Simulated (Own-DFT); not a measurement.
# One host, several defects: hexagonal WC

Everything here is calculated. The program is Own-DFT (plane waves, in-house, since retired, never reviewed by a person); positions were held fixed, and spin and spin-orbit coupling were off.

All runs used: PBE; PseudoDojo norm-conserving scalar-relativistic files; cutoff 50 hartree; 4 x 4 x 4 k mesh centred on Gamma; cold (Marzari-Vanderbilt) smearing of 0.2 eV.

Caveats: forces on such cells moved up to 12 meV/angstrom on a denser k mesh; stress not checked against mesh or cutoff.

All runs share one cell, with vectors in Å (5.833, -5.052, -2.839); (0.000, -5.052, 8.518); (-5.833, -5.052, -2.839) and a volume of 669.4 Å³. Atoms were moved at random from their sites; u is the rms move along one axis. The defect's site can differ from row to row.

| cell | formula | u (Å) | P (GPa) |
|---|---|---|---|
| no defect | C32W32 | 0.0202 | 3.37 |
| no defect | C32W32 | 0.0207 | 3.40 |
| no defect | C32W32 | 0.0511 | 6.98 |
| one C on a W site | C33W31 | 0.0291 | 2.50 |
| one C on a W site | C33W31 | 0.0472 | 4.53 |
| one C on a W site | C33W31 | 0.0525 | 4.72 |
| one C vacancy | C31W32 | 0.0284 | 3.15 |
| one C vacancy | C31W32 | 0.0317 | 3.34 |
| one C vacancy | C31W32 | 0.0496 | 5.24 |
| one W vacancy | C32W31 | 0.0283 | ? |
| one W vacancy | C32W31 | 0.0289 | 2.02 |
| one W vacancy | C32W31 | 0.0469 | 3.41 |
| one W vacancy | C32W31 | 0.0494 | 4.50 |

## Analysis

P = P0 + c u² + a shift for each defect gives P0 = 2.95 GPa, c = 1424 ± 108 GPa/Å² and a scatter of 0.31 GPa. The shifts, and each times the cell's volume:

- one C vacancy: -1.07 ± 0.25 GPa, -4.5 eV
- one C on a W site: -1.80 ± 0.27 GPa, -7.5 eV
- one W vacancy: -2.24 ± 0.26 GPa, -9.4 eV

Positive is outwards. The product with the volume (160.2 GPa Å³ to the eV) is nearly free of the cell's size; divided by the bulk modulus at the cell's pressure it gives the volume that the defect adds. The atoms around the defects weren't relaxed, which would change these numbers.

## Withheld run

Q: what pressure belongs in the blank (one W vacancy, u = 0.0283 Å)?

The fit gives 1.85 ± 0.37 GPa. DFT gave 1.85 GPa.
